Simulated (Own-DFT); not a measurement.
# Strain and stress in 2H SiC, 32 atoms (C16Si16)

All numbers below are calculated, not measured. They come from Own-DFT, an in-house plane-wave density functional program, since retired, whose code no person has reviewed. Each row is one single-point run on a periodic cell that was not relaxed, without spin or spin-orbit coupling.

Settings of every run: PBE; PseudoDojo norm-conserving scalar-relativistic files; cutoff 42 hartree; 5 x 5 x 3 k mesh centred on Gamma; Fermi-Dirac smearing of 0.1 eV.

Known limits: forces on such cells passed a denser k mesh, each cell not checked; stress not checked against mesh or cutoff.

Unstrained cell vectors in Å: (6.165, 0.000, 0.000); (-3.083, 5.339, 0.000); (0.000, 0.000, 10.068). The unstrained cell has measured lattice constants (interpolated for alloys), not those of this functional. That, the random moves and any unrelaxed bonds set the pressure at no strain. Each run strains this cell uniformly, with the atoms carried along. Every atom was also moved at random, by a Gaussian of width 0.05 Å on each axis. Strain is the symmetric tensor, in per cent. Stress is positive in tension, and the pressure is minus a third of its trace.

| run | e_xx (%) | e_yy (%) | e_zz (%) | e_yz (%) | e_xz (%) | e_xy (%) | s_xx (GPa) | s_yy (GPa) | s_zz (GPa) | s_yz (GPa) | s_xz (GPa) | s_xy (GPa) | P (GPa) | E (meV/atom) |
|---|---|---|---|---|---|---|---|---|---|---|---|---|---|---|
| 1 | -1.06 | 0.61 | -1.39 | 0.70 | 0.01 | 0.62 | -8.75 | -1.11 | -18.71 | 1.33 | 0.22 | 3.72 | 9.52 | 14.8 |
| 2 | 0.35 | 0.48 | -0.89 | -0.53 | -0.45 | -0.66 | -3.68 | -1.08 | -11.01 | -0.61 | -0.62 | -4.43 | 5.26 | 14.5 |
| 3 | 1.06 | 0.88 | 1.65 | 0.03 | 1.63 | -0.27 | 2.93 | 0.35 | 2.67 | 0.41 | 4.11 | 0.38 | -1.98 | 17.0 |
| 4 | 1.10 | -1.54 | 0.31 | -1.06 | 0.53 | -0.98 | 0.68 | -11.69 | -4.46 | -2.33 | 2.07 | -5.25 | 5.16 | 0.0 |
| 5 | -1.71 | -1.35 | 1.78 | 1.59 | -1.67 | -1.97 | -15.36 | -13.33 | 1.19 | 5.38 | -5.80 | -10.73 | 9.17 | 41.5 |
| 6 | -1.98 | -0.15 | -1.28 | -1.03 | -1.38 | 1.47 | -16.67 | -10.18 | -18.85 | -3.24 | -5.78 | 6.17 | 15.23 | 97.5 |
| 7 | -0.52 | -0.35 | -0.98 | -0.62 | 0.81 | 1.71 | -7.39 | -6.35 | -15.68 | -0.38 | 2.09 | 7.50 | 9.81 | 37.7 |
| 8 | 1.48 | -1.65 | -1.48 | -0.03 | -1.36 | -0.10 | 3.27 | -12.40 | -19.57 | -0.71 | -4.26 | 0.18 | 9.57 | 26.6 |
| 9 | 1.83 | 1.81 | 0.18 | 0.77 | 1.81 | 0.80 | 6.16 | 6.58 | -4.57 | 2.56 | 4.23 | 1.58 | -2.73 | 29.7 |
| 10 | -0.44 | -0.30 | 0.15 | -1.14 | -0.61 | -1.51 | -7.96 | -3.87 | -8.91 | -2.50 | -0.82 | -8.53 | 6.91 | 33.3 |
| 11 | 0.16 | 0.88 | -0.32 | -0.22 | 0.22 | 0.12 | -2.49 | 0.54 | -8.21 | 0.43 | 1.58 | 1.20 | 3.39 | 1.1 |
| 12 | -1.43 | 1.24 | -1.90 | -1.27 | -0.43 | 0.86 | -14.99 | 1.09 | -18.25 | -4.76 | -0.94 | 4.44 | 10.71 | 28.4 |
| 13 | -0.16 | 0.00 | -1.41 | 0.54 | 1.20 | -1.54 | -3.08 | -6.91 | -17.75 | 3.13 | 3.95 | -6.02 | 9.25 | 39.6 |
| 14 | 1.86 | -0.43 | 0.38 | 1.51 | -0.39 | 0.68 | 6.40 | -5.41 | -5.36 | 5.88 | -1.40 | 2.71 | 1.46 | 6.3 |
| 15 | -1.92 | 1.61 | -0.65 | 0.62 | -0.27 | 0.51 | -14.88 | 0.43 | -11.55 | 1.89 | -0.71 | -0.58 | 8.66 | 44.5 |
| 16 | 0.57 | -0.84 | -1.59 | 0.11 | -0.32 | 0.97 | -0.73 | -13.47 | -16.63 | 1.09 | -0.70 | 0.69 | 10.28 | 41.3 |
| 17 | -1.40 | 1.68 | -0.92 | 1.15 | 1.34 | 1.44 | -13.18 | 2.34 | -11.51 | 3.49 | 3.28 | 7.34 | 7.45 | 34.7 |
| 18 | -0.44 | 1.52 | 1.64 | -1.65 | 0.18 | -0.89 | ? | ? | ? | ? | ? | ? | ? | ? |

E is the free energy for each atom above the lowest run shown.

## Worked fit

Each stress component was fitted by least squares to a constant and the strains of the runs shown, as fractions, with shears doubled. Shear strains stay in the fit of a normal stress only where such slopes are resolved. The slopes, in GPa:

```
stress  at no strain  per e_xx  per e_yy  per e_zz  scatter
  s_xx          -4.6  594 ± 26   27 ± 30   -1 ± 31     1.30
  s_yy          -4.9   92 ± 37  549 ± 43   47 ± 44     1.85
  s_zz          -8.0   63 ± 31  101 ± 36  623 ± 36     1.54
```

Each shear stress against twice its own strain: yz 151 ± 12, xz 147 ± 12, xy 223 ± 25 GPa. These are stiffnesses along x, y and z of the frame in which the cell vectors are given, which need not be the crystal's axes. The atoms are held to the strained lattice; where symmetry lets them move under strain, relaxing them would lower some slopes. The table should be nearly symmetric about its diagonal, and what it lacks of that shows the noise. A ninth of its sum, 233 ± 8 GPa, estimates the bulk modulus near the mean pressure of these runs, 6.9 GPa, so it lies above the value at zero pressure.

## Withheld run

Question: what normal stresses and pressure should run 18 give?

The fit gives s_xx = -6.8, s_yy = 3.8, s_zz = 3.5 and P = -0.2 GPa. The calculation gave -6.15, 5.14, 1.89 and P = -0.29 GPa.
